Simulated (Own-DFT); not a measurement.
# Strain and stress in wurtzite AlGaN with randomly placed atoms, 72 atoms (Al27Ga9N36)

Calculated results; nothing here was measured. The program, named Own-DFT, is a retired in-house plane-wave density functional code that no person has reviewed. Each row is one single-point run on a periodic cell that was not relaxed, without spin or spin-orbit coupling.

Settings of every run: PBE; PseudoDojo norm-conserving scalar-relativistic files; cutoff 42 hartree; 4 x 4 x 3 k mesh centred on Gamma; Fermi-Dirac smearing of 0.1 eV.

Known limits: forces on such cells passed a denser k mesh, each cell not checked; stress not checked against mesh or cutoff.

Unstrained cell vectors in Å: (9.394, 0.000, 0.000); (-4.697, 8.135, 0.000); (0.000, 0.000, 10.066). The unstrained cell has measured lattice constants (interpolated for alloys), not those of this functional. That, the random moves and any unrelaxed bonds set the pressure at no strain. Each run strains this cell uniformly, with the atoms carried along. Every atom was also moved at random, by a Gaussian of width 0.05 Å on each axis. The random placing of the alloy's atoms differs from row to row. Strain is the symmetric tensor, in per cent. Stress is positive in tension, and the pressure is minus a third of its trace.

```
run  e_xx (%)  e_yy (%)  e_zz (%)  s_xx (GPa)  s_yy (GPa)  s_zz (GPa)  P (GPa)  E (meV/atom)
  1     -1.25     -1.25      0.00      -15.07      -14.01       -8.86    12.65          29.3
  2      1.00      1.00      0.00       -2.88       -0.64       -3.93     2.49           0.0
  3      3.00      3.00      0.00        7.98        7.72       -2.51    -4.40          16.3
  4      2.75      2.75      0.00        7.15        7.32       -2.60    -3.96           7.2
  5      2.25      2.25      0.00        5.00        5.47       -4.63    -1.94           2.0
  6     -2.00     -2.00      0.00      -20.84      -16.93      -11.06    16.28          34.3
  7     -2.25     -2.25      0.00      -21.69      -19.44      -13.14    18.09          68.1
  8     -0.25     -0.25      0.00       -6.90       -8.11       -7.91     7.64           3.9
  9      2.00      2.00      0.00           ?           ?           ?        ?             ?
```

E is the free energy for each atom above the lowest run shown.

## Worked fit

The change of volume is close to e_xx + e_yy + e_zz. A straight line through the runs shown gives P = 7.66 - 212 x (fractional change of volume) GPa, with an error of 7 on the slope and a scatter of 0.81 GPa. The strain isn't the same on all axes and the cell isn't cubic, so the slope belongs to this path and is not the bulk modulus.

## Withheld run

Question: what pressure should run 9 give? Its volume changes by 4.04 %.

The line gives -0.9 GPa. The calculation gave -1.24 GPa.
